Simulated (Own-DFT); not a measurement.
# A change of arrangement and its cost: C34N2Si36, 72 atoms

These are calculations, not measurements. The program, named Own-DFT, is a retired in-house plane-wave density functional code that no person has reviewed. Each row is one single-point run on a periodic cell that was not relaxed, without spin or spin-orbit coupling.

Settings of every run: PBE; PseudoDojo norm-conserving scalar-relativistic files; cutoff 42 hartree; 4 x 4 x 3 k mesh centred on Gamma; Fermi-Dirac smearing of 0.1 eV.

Known limits: not probed for a lower state with spin; forces on such cells passed a denser k mesh, each cell not checked; stress not checked against mesh or cutoff.

All cells hold the same atoms in the same cell, with vectors in Å (9.248, 0.000, 0.000); (-4.624, 8.009, 0.000); (0.000, 0.000, 10.068). Every atom was moved at random from its ideal site; u is the rms move along one axis. The defect's site can differ from row to row. E is the free energy of the cell above the lowest run. The arrangements:

- A: 4H SiC, with two N on a C site each, 3.1 Å apart
- B: 2H SiC, with two N on a C site each, 3.1 Å apart

```
arrangement   u (Å)  E (eV)  P (GPa)
          A  0.0275   0.000     2.76
          A  0.0304   0.115     2.78
          A  0.0305   0.111     2.67
          A  0.0488   3.760     3.90
          A  0.0510   4.209     3.97
          A  0.0519   3.938     4.10
          B  0.0288   0.803     2.82
          B  0.0306   0.795     2.83
          B  0.0309   1.137     2.98
          B  0.0507   4.812     4.37
          B  0.0515   5.301     4.30
          B  0.0520   5.901     4.51
```

Question: once the cost of the random moves is taken out, how do the arrangements rank?

## Worked answer

Fit E = a + b u², with one b for all and one a for each arrangement, and with residuals divided by u², since the noise grows with the moves. Then b = 2394 eV/Å², the scatter at u = 0.04 Å is 0.27 eV, and against A:

- B: 0.77 ± 0.11 eV (higher)

These are energies of unrelaxed cells. Relaxing the atoms lowers the strained arrangements most, so the gaps would shrink and small ones could change sign.
